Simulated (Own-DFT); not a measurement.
# What a defect does to the pressure of its cell: 4H SiC

Calculated, not measured: single-point runs of Own-DFT, a retired in-house plane-wave DFT program that no person has reviewed, on unrelaxed cells, without spin or spin-orbit coupling.

Method: PBE; PseudoDojo norm-conserving scalar-relativistic files; cutoff 42 hartree; 4 x 4 x 3 k mesh centred on Gamma; Fermi-Dirac smearing of 0.1 eV.

Keep in mind (not all hold for every row): not probed for a lower state with spin; forces on such cells failed a check on a denser k mesh; forces on such cells passed a denser k mesh, each cell not checked; stress not checked against mesh or cutoff.

All runs share one cell, with vectors in Å (9.248, 0.000, 0.000); (-4.624, 8.009, 0.000); (0.000, 0.000, 10.068) and a volume of 745.7 Å³. u is the rms random offset of the atoms per axis. The defect's site can differ from row to row.

```
                                     cell     formula   u (Å)  P (GPa)
                                no defect     C36Si36  0.0306     3.80
                                no defect     C36Si36  0.0602     6.76
                                no defect     C36Si36  0.0645     6.38
                       one C on a Si site     C37Si35  0.0444     2.54
                       one C on a Si site     C37Si35  0.0473     2.48
                       one C on a Si site     C37Si35  0.0523     3.64
                            one C vacancy     C35Si36  0.0305     3.81
                            one C vacancy     C35Si36  0.0321        ?
                            one C vacancy     C35Si36  0.0510     5.43
                            one C vacancy     C35Si36  0.0523     5.33
one Al on a Si site and one N on a C site  AlC35NSi35  0.0492     5.25
one Al on a Si site and one N on a C site  AlC35NSi35  0.0537     6.09
one Al on a Si site and one N on a C site  AlC35NSi35  0.0552     5.97
                 two Al on a Si site each  Al2C36Si34  0.0306     5.76
                 two Al on a Si site each  Al2C36Si34  0.0494     7.18
                 two Al on a Si site each  Al2C36Si34  0.0511     7.40
```

## Working it out

P = P0 + c u² + a shift for each defect gives P0 = 2.93 GPa, c = 935 ± 90 GPa/Å² and a scatter of 0.29 GPa. The shifts, and each times the cell's volume:

- two Al on a Si site each: 1.99 ± 0.25 GPa, 9.3 eV (4.6 eV for each of its 2 sites)
- one Al on a Si site and one N on a C site: 0.24 ± 0.23 GPa, 1.1 eV (not resolved)
- one C vacancy: -0.02 ± 0.25 GPa, -0.1 eV (not resolved)
- one C on a Si site: -2.21 ± 0.24 GPa, -10.3 eV

Positive is outwards. The product with the volume (160.2 GPa Å³ to the eV) is nearly free of the cell's size; divided by the bulk modulus at the cell's pressure it gives the volume that the defect adds. The atoms around the defects weren't relaxed, which would change these numbers.

## Withheld run

Asked: what pressure belongs in the blank (one C vacancy, u = 0.0321 Å)?

The fitted form gives 3.87 ± 0.34 GPa. The hidden result is 3.84 GPa.
